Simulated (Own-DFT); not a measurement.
## Calculated data, Si3N4 (beta silicon nitride, atoms displaced)

Computed with Own-DFT development build. A calculation, not a measurement: plane-wave PBE density functional theory by an unreviewed code, no spin, of a simulated periodic cell, stress positive in tension, free energy of the whole cell less one offset for each atom, forces on such cells moved up to 12 meV/angstrom on a denser k mesh; offsets are fitted by least squares, one for each functional and potential file, so energies compare only between cells with the same atoms and settings and are not formation energies; the far tail of each file's local potential was reset to the Coulomb form; each entry is a single point on an unrelaxed cell, so the pressure reflects the starting lattice, mostly measured values (interpolated for alloys), from which strain is counted, and rises with the displacements; printed positions are rounded, which can move forces by about a meV/angstrom; the program, named Own-DFT, is a retired in-house code; no spin-orbit coupling; before rounding, a Quantum ESPRESSO 7.3.1 run of the same cell and cutoff gave forces within 1 meV/angstrom rms on each cell, which checks the program and not the settings.

```cif
# cell vector a (Å): 15.2120 0.0000 0.0000
# cell vector b (Å): -7.6060 13.1740 0.0000
# cell vector c (Å): 0.0000 0.0000 5.8180
data_Si3N4
_symmetry_space_group_name_H-M 'P 1'
_symmetry_Int_Tables_number 1
_cell_length_a 15.2120
_cell_length_b 15.2120
_cell_length_c 5.8180
_cell_angle_alpha 90.000
_cell_angle_beta 90.000
_cell_angle_gamma 120.000
_cell_volume 1165.94
loop_
_atom_site_label
_atom_site_type_symbol
_atom_site_fract_x
_atom_site_fract_y
_atom_site_fract_z
_atom_site_occupancy
Si1 Si 0.08748 0.38581 0.12473 1
Si2 Si 0.11005 0.20224 0.12958 1
Si3 Si 0.30350 0.41673 0.13197 1
Si4 Si 0.41610 0.12262 0.37344 1
Si5 Si 0.38268 0.29931 0.36722 1
Si6 Si 0.20053 0.08676 0.37343 1
N1 N 0.16551 0.01043 0.12119 1
N2 N 0.48586 0.15708 0.12202 1
N3 N 0.35077 0.33127 0.12520 1
N4 N 0.33492 0.49063 0.37552 1
N5 N 0.01977 0.34920 0.37288 1
N6 N 0.15566 0.17172 0.36506 1
N7 N 0.17264 0.33886 0.11336 1
N8 N 0.32794 0.16631 0.37265 1
Si7 Si 0.08319 0.37995 0.63453 1
Si8 Si 0.11573 0.20302 0.63185 1
Si9 Si 0.29417 0.41136 0.62542 1
Si10 Si 0.41485 0.12068 0.86959 1
Si11 Si 0.38758 0.29711 0.87338 1
Si12 Si 0.20376 0.08855 0.87812 1
N9 N 0.16937 0.01676 0.63453 1
N10 N 0.48003 0.14880 0.63061 1
N11 N 0.35078 0.34020 0.62719 1
N12 N 0.33280 0.48321 0.88108 1
N13 N 0.01479 0.34831 0.87576 1
N14 N 0.15379 0.17135 0.86617 1
N15 N 0.16816 0.32950 0.62534 1
N16 N 0.33255 0.16213 0.87104 1
Si13 Si 0.07721 0.88153 0.12444 1
Si14 Si 0.11278 0.69719 0.11488 1
Si15 Si 0.30415 0.91359 0.12362 1
Si16 Si 0.41065 0.61171 0.38554 1
Si17 Si 0.37970 0.80028 0.37436 1
Si18 Si 0.20182 0.59229 0.37272 1
N17 N 0.16616 0.51575 0.11739 1
N18 N 0.48865 0.65952 0.11738 1
N19 N 0.34994 0.83131 0.12551 1
N20 N 0.32981 0.98080 0.38175 1
N21 N 0.01988 0.85109 0.38446 1
N22 N 0.15358 0.66371 0.37530 1
N23 N 0.17150 0.83141 0.12080 1
N24 N 0.32881 0.66712 0.37489 1
Si19 Si 0.08957 0.88480 0.63792 1
Si20 Si 0.11835 0.70474 0.63479 1
Si21 Si 0.29475 0.91487 0.61023 1
Si22 Si 0.41154 0.61601 0.87961 1
Si23 Si 0.38745 0.79665 0.86714 1
Si24 Si 0.20733 0.59201 0.87728 1
N25 N 0.16146 0.51603 0.61827 1
N26 N 0.47964 0.65037 0.64230 1
N27 N 0.34526 0.83433 0.62375 1
N28 N 0.34059 0.98725 0.87580 1
N29 N 0.01968 0.85487 0.88231 1
N30 N 0.14318 0.65896 0.88654 1
N31 N 0.16585 0.83162 0.62619 1
N32 N 0.33562 0.66787 0.87657 1
Si25 Si 0.58525 0.39015 0.10925 1
Si26 Si 0.61617 0.20829 0.11607 1
Si27 Si 0.79671 0.41512 0.12736 1
Si28 Si 0.91872 0.11716 0.38692 1
Si29 Si 0.88605 0.30103 0.36708 1
Si30 Si 0.71195 0.09267 0.38405 1
N33 N 0.66976 0.01791 0.13159 1
N34 N 0.98868 0.14680 0.13451 1
N35 N 0.85028 0.33494 0.13018 1
N36 N 0.83366 0.48505 0.37063 1
N37 N 0.51681 0.35132 0.37126 1
N38 N 0.64583 0.16018 0.36954 1
N39 N 0.66628 0.33506 0.12372 1
N40 N 0.84106 0.16933 0.38085 1
Si31 Si 0.59018 0.38821 0.62716 1
Si32 Si 0.61680 0.20425 0.62303 1
Si33 Si 0.80067 0.41632 0.63139 1
Si34 Si 0.91424 0.11360 0.87240 1
Si35 Si 0.88593 0.30310 0.88982 1
Si36 Si 0.69448 0.08899 0.88692 1
N41 N 0.66576 0.01961 0.62061 1
N42 N 0.97740 0.15118 0.62497 1
N43 N 0.85144 0.33278 0.62056 1
N44 N 0.83986 0.48472 0.87563 1
N45 N 0.51444 0.34820 0.86831 1
N46 N 0.65072 0.16862 0.87109 1
N47 N 0.66606 0.32749 0.61922 1
N48 N 0.82896 0.16326 0.87924 1
Si37 Si 0.58956 0.88285 0.13257 1
Si38 Si 0.61070 0.70969 0.12760 1
Si39 Si 0.79446 0.91265 0.13309 1
Si40 Si 0.91606 0.61525 0.38353 1
Si41 Si 0.88587 0.79932 0.38630 1
Si42 Si 0.69908 0.59145 0.37809 1
N49 N 0.66224 0.51716 0.12360 1
N50 N 0.98851 0.65042 0.11758 1
N51 N 0.85084 0.83254 0.12619 1
N52 N 0.82355 0.98159 0.36904 1
N53 N 0.51645 0.84973 0.36860 1
N54 N 0.65179 0.66991 0.37717 1
N55 N 0.66787 0.83619 0.11568 1
N56 N 0.83353 0.66312 0.38694 1
Si43 Si 0.58874 0.87957 0.63622 1
Si44 Si 0.61279 0.69477 0.61951 1
Si45 Si 0.79503 0.90875 0.63070 1
Si46 Si 0.91325 0.61596 0.87747 1
Si47 Si 0.88867 0.79554 0.85273 1
Si48 Si 0.70317 0.58326 0.86294 1
N57 N 0.66612 0.52194 0.63190 1
N58 N 0.98350 0.65196 0.62783 1
N59 N 0.85091 0.84025 0.62712 1
N60 N 0.83297 0.98396 0.88140 1
N61 N 0.51192 0.84633 0.87405 1
N62 N 0.65935 0.67157 0.86456 1
N63 N 0.67452 0.83976 0.62716 1
N64 N 0.83140 0.66854 0.86982 1
_calc_functional 'PBE'
_calc_potential_files 'PseudoDojo norm-conserving, scalar-relativistic, standard set'
_calc_wave_cutoff 42  # hartree
_calc_occupations 'Fermi-Dirac'
_calc_smearing_width 0.1  # eV
_calc_k_mesh '2 x 2 x 4 centred on Gamma'
_calc_free_energy_of_cell_above_offsets '-9.628'  # eV
_calc_pressure 7.77  # GPa
_calc_stress_xx -8.06  # GPa
_calc_stress_yy -5.93  # GPa
_calc_stress_zz -9.32  # GPa
_calc_stress_yz 0.32  # GPa
_calc_stress_xz -0.22  # GPa
_calc_stress_xy -0.7  # GPa
```

Force:
```csv
element,x (eV/Å),y (eV/Å),z (eV/Å)
Si,2.102,0.729,-0.097
Si,4.233,3.276,-1.499
Si,-1.39,-1.648,-1.084
Si,-1.477,-1.92,0.093
Si,1.373,-1.271,2.949
Si,0.134,-0.94,-0.084
N,-0.958,1.485,0.792
N,0.049,-0.154,0.173
N,-1.223,1.893,-1.627
N,0.63,-3.825,0.55
N,-1.68,-0.438,0.308
N,-0.621,-0.916,2.042
N,-0.88,-1.528,0.819
N,2.001,1.044,0.012
Si,1.916,2.189,-2.218
Si,-0.395,-0.536,-2.652
Si,-0.18,1.185,0.809
Si,0.014,-2.98,2.039
Si,-2.433,-1.462,-0.823
Si,-0.377,-0.304,0.406
N,-0.775,-0.71,-1.489
N,2.744,1.884,-2.419
N,2.135,-1.07,-0.564
N,0.622,1.453,-0.7
N,-0.652,-0.241,1.39
N,0.715,-1.615,2.644
N,-2.631,1.47,-0.155
N,-1.43,3.119,0.214
Si,6.138,1.134,2.986
Si,1.038,3.993,4.15
Si,-2.425,-0.386,-0.729
Si,-1.72,5.106,-0.955
Si,3.099,-1.54,0.662
Si,3,-4.262,-0.181
N,-0.303,0.663,0.918
N,-2.511,-2.573,2.236
N,-0.141,0.755,-1.942
N,0.883,4.316,-4.024
N,-2.151,-0.812,0.762
N,-5.383,2.865,0.381
N,-2.118,-0.303,0.01
N,2.699,0.561,0.208
Si,1.22,1.034,-1.554
Si,0.278,-1.038,-1.511
Si,0.612,-1.28,5.267
Si,-0.829,-1.172,1.255
Si,-2.497,0.291,0.682
Si,-0.591,-2.374,-1.154
N,0.481,-0.589,1.42
N,2.899,0.68,-3.348
N,0.691,-0.278,0.543
N,-0.043,-0.23,-0.58
N,-2.88,-2.056,-3.189
N,1.843,-0.52,-3.69
N,-0.31,0.478,0.188
N,-0.731,-0.001,-0.158
Si,1.642,-1.793,3.032
Si,0.785,-1.647,1.688
Si,-0.019,-1.347,-0.136
Si,-3.715,-2.582,-4.187
Si,2.541,-2.079,2.577
Si,-0.825,-1.042,-1.162
N,-0.769,-1.189,-0.105
N,-3.175,-1.463,-1.159
N,-2.11,1.832,-0.328
N,0.34,0.435,1.487
N,-0.473,0.413,0.192
N,-0.485,1.385,-0.154
N,-0.54,1.967,-0.501
N,-0.946,1.14,-0.525
Si,0.584,-1.439,-2.126
Si,-0.274,-3.013,-1.359
Si,0.292,-2.777,-2.093
Si,-3.55,-0.313,2.628
Si,1.108,-4.078,-3.519
Si,4.155,-1.621,-1.582
N,-0.445,-1.912,2.541
N,5.392,1.813,2.5
N,-1.239,1.747,1.28
N,-0.657,0.597,0.633
N,0.637,0.832,-0.44
N,-1.718,0.949,0.619
N,-1.048,5.157,0.497
N,0.638,2.109,0.461
Si,-2.17,2.38,-0.995
Si,4.97,-0.624,-1.846
Si,2.255,-0.259,-2.016
Si,-1.118,0.434,-2.073
Si,0.262,-0.806,-2.536
Si,2.858,-0.303,-1.335
N,0.147,0.838,-0.181
N,-2.873,-1.26,1.734
N,0.112,0.39,-0.243
N,1.666,2.232,2.956
N,-0.88,-0.84,2.462
N,-0.967,-0.207,-2.23
N,0.107,-0.918,0.345
N,-1.045,1.176,-0.393
Si,-1.189,2.705,-2.402
Si,-1.746,3.137,3.116
Si,0.116,4.776,-0.252
Si,-0.71,0.702,-0.161
Si,-2.297,1.256,4.056
Si,-1.176,4.902,5.205
N,-0.195,-4.556,-4.192
N,1.665,0.334,0.585
N,2.957,-1.608,-0.572
N,0.835,-0.159,-0.675
N,2.64,1.423,0.696
N,-1.37,-0.703,1.633
N,-3.342,-5.4,-0.129
N,2.548,-1.755,0.203
```
